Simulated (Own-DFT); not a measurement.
# Misfit strain and the stress it brings: diamond-structure SiGeSn with randomly placed atoms, 64 atoms (Ge52Si8Sn4)

Calculated, not measured: single-point runs of Own-DFT, a retired in-house plane-wave DFT program that no person has reviewed, on unrelaxed cells, without spin or spin-orbit coupling.

All runs used: PBE; PseudoDojo norm-conserving scalar-relativistic files; cutoff 49 hartree; 3 x 3 x 3 k mesh centred on Gamma; Fermi-Dirac smearing of 0.1 eV.

Keep in mind: forces on such cells moved up to 12 meV/angstrom on a denser k mesh; stress not checked against mesh or cutoff.

Unstrained cell vectors in Å: (11.363, 0.000, 0.000); (0.000, 11.363, 0.000); (0.000, 0.000, 11.363). The unstrained cell has measured lattice constants (interpolated for alloys), not those of this functional. That, the random moves and any unrelaxed bonds set the pressure at no strain. Each run strains x and y alike by e, as a substrate would, and holds the height along z. Random moves of width 0.05 Å per axis were added to every atom. The random placing of the alloy's atoms differs from row to row. Stress is positive in tension.

```
e (%)  u (Å)  (s_xx + s_yy)/2 (GPa)  s_zz (GPa)
-2.75  0.046                 -10.05       -8.17
-2.50  0.052                  -9.81       -7.82
-2.25  0.051                  -9.09       -7.52
-2.00  0.052                  -8.46       -7.00
-1.25  0.051                  -7.03       -6.35
-1.00  0.048                  -6.46       -5.88
-0.75  0.053                      ?           ?
-0.50  0.047                  -5.51       -5.25
 1.50  0.054                  -2.17       -3.02
 2.25  0.049                  -0.91       -2.17
```

## Working it out

With e as a fraction, the in-plane stress is -4.6 + 180 e - 784 e² GPa (errors 2 and 163, scatter 0.11), and s_zz is -4.7 + 118 e - 270 e² GPa (slope ± 2, scatter 0.09). At e = 0 the first slope is C11 + C12 and the second 2 C12, both with the ions held to the strained lattice and at the cell's own pressure. The term in e² is negative: the layer stiffens under compression and softens under tension. A free layer would change its height as e changes, and the in-plane slope would drop by 2 C12²/C11 to the biaxial modulus. At fixed height, a misfit of 1 % moves the in-plane stress by about 1.8 GPa and s_zz by 1.2 GPa.

## Prediction

Asked: what are the two stresses at e = -0.75 %?

Estimate: -6.0 and -5.6 GPa. The run itself gave -6.18 and -5.57 GPa.
